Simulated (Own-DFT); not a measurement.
# Misfit strain and the stress it brings: diamond-structure SiGeSn with randomly placed atoms, 64 atoms (Ge40Si16Sn8)

Calculated, not measured: single-point runs of Own-DFT, a retired in-house plane-wave DFT program that no person has reviewed, on unrelaxed cells, without spin or spin-orbit coupling.

Settings: PBEsol; PseudoDojo norm-conserving scalar-relativistic files, made for PBE; cutoff 49 hartree; 3 x 3 x 3 k mesh centred on Gamma; Fermi-Dirac smearing of 0.1 eV.

Keep in mind: forces on such cells moved up to 12 meV/angstrom on a denser k mesh; stress not checked against mesh or cutoff.

Unstrained cell vectors in Å: (11.410, 0.000, 0.000); (0.000, 11.410, 0.000); (0.000, 0.000, 11.410). The unstrained cell has measured lattice constants (interpolated for alloys), not those of this functional. That, the random moves and any unrelaxed bonds set the pressure at no strain. Each run strains x and y alike by e, as a substrate would, and holds the height along z. Random moves of width 0.05 Å per axis were added to every atom. The random placing of the alloy's atoms differs from row to row. Stress is positive in tension.

```
e (%)  u (Å)  (s_xx + s_yy)/2 (GPa)  s_zz (GPa)
-3.00  0.048                  -7.94       -5.82
-2.50  0.051                  -6.75       -5.02
-2.00  0.051                  -6.02       -4.71
-1.75  0.049                  -5.47       -4.27
-1.00  0.051                  -4.31       -3.57
-0.75  0.049                  -3.33       -2.85
 1.00  0.046                  -0.44       -1.04
 1.25  0.053                  -0.42       -1.07
 2.50  0.052                      ?           ?
 2.75  0.049                   2.24        0.61
```

## What the rows give

With e as a fraction, the in-plane stress is -2.3 + 174 e - 399 e² GPa (errors 4 and 240, scatter 0.21), and s_zz is -2.2 + 110 e - 256 e² GPa (slope ± 3, scatter 0.18). At e = 0 the first slope is C11 + C12 and the second 2 C12, both with the ions held to the strained lattice and at the cell's own pressure. A free layer would change its height as e changes, and the in-plane slope would drop by 2 C12²/C11 to the biaxial modulus. At fixed height, a misfit of 1 % moves the in-plane stress by about 1.7 GPa and s_zz by 1.1 GPa.

## Withheld run

The question: what are the two stresses at e = 2.50 %?

Estimate: 1.8 and 0.4 GPa. The hidden result is 1.54 and 0.07 GPa.
